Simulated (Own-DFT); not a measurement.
# Same atoms, different arrangement: Al2C36Si34, 72 atoms

These are calculations, not measurements. The program, named Own-DFT, is a retired in-house plane-wave density functional code that no person has reviewed. Each row is one single-point run on a periodic cell that was not relaxed, without spin or spin-orbit coupling.

Settings of every run: PBE; PseudoDojo norm-conserving scalar-relativistic files; cutoff 42 hartree; 4 x 4 x 3 k mesh centred on Gamma; Fermi-Dirac smearing of 0.1 eV.

Known limits: not probed for a lower state with spin; forces on such cells passed a denser k mesh, each cell not checked; stress not checked against mesh or cutoff.

All cells hold the same atoms in the same cell, with vectors in Å (9.248, 0.000, 0.000); (-4.624, 8.009, 0.000); (0.000, 0.000, 10.068). Every atom was moved at random from its ideal site; u is the rms move along one axis. The defect's site can differ from row to row. E is the free energy of the cell above the lowest run. The arrangements:

- A: 4H SiC, with two Al on a Si site each, 3.1 Å apart
- B: 2H SiC, with two Al on a Si site each, 3.1 Å apart

| arrangement | u (Å) | E (eV) | P (GPa) |
|---|---|---|---|
| A | 0.0282 | 0.344 | 5.68 |
| A | 0.0297 | 0.000 | 5.67 |
| A | 0.0305 | 0.415 | 5.82 |
| A | 0.0502 | 4.730 | 7.36 |
| A | 0.0518 | 5.578 | 7.70 |
| A | 0.0521 | 4.955 | 7.15 |
| B | 0.0286 | 0.400 | 5.88 |
| B | 0.0294 | 0.249 | 5.88 |
| B | 0.0295 | 0.501 | 5.86 |
| B | 0.0493 | 5.000 | 7.60 |
| B | 0.0532 | 5.436 | 7.44 |
| B | 0.0540 | 5.941 | 7.81 |

Question: once the cost of the random moves is taken out, how do the arrangements rank?

## Worked answer

Fit E = a + b u², with one b for all and one a for each arrangement, and with residuals divided by u², since the noise grows with the moves. Then b = 2696 eV/Å², the scatter at u = 0.04 Å is 0.32 eV, and against A:

- B: 0.17 ± 0.13 eV (not told apart from A)

These are energies of unrelaxed cells. Relaxing the atoms lowers the strained arrangements most, so the gaps would shrink and small ones could change sign.
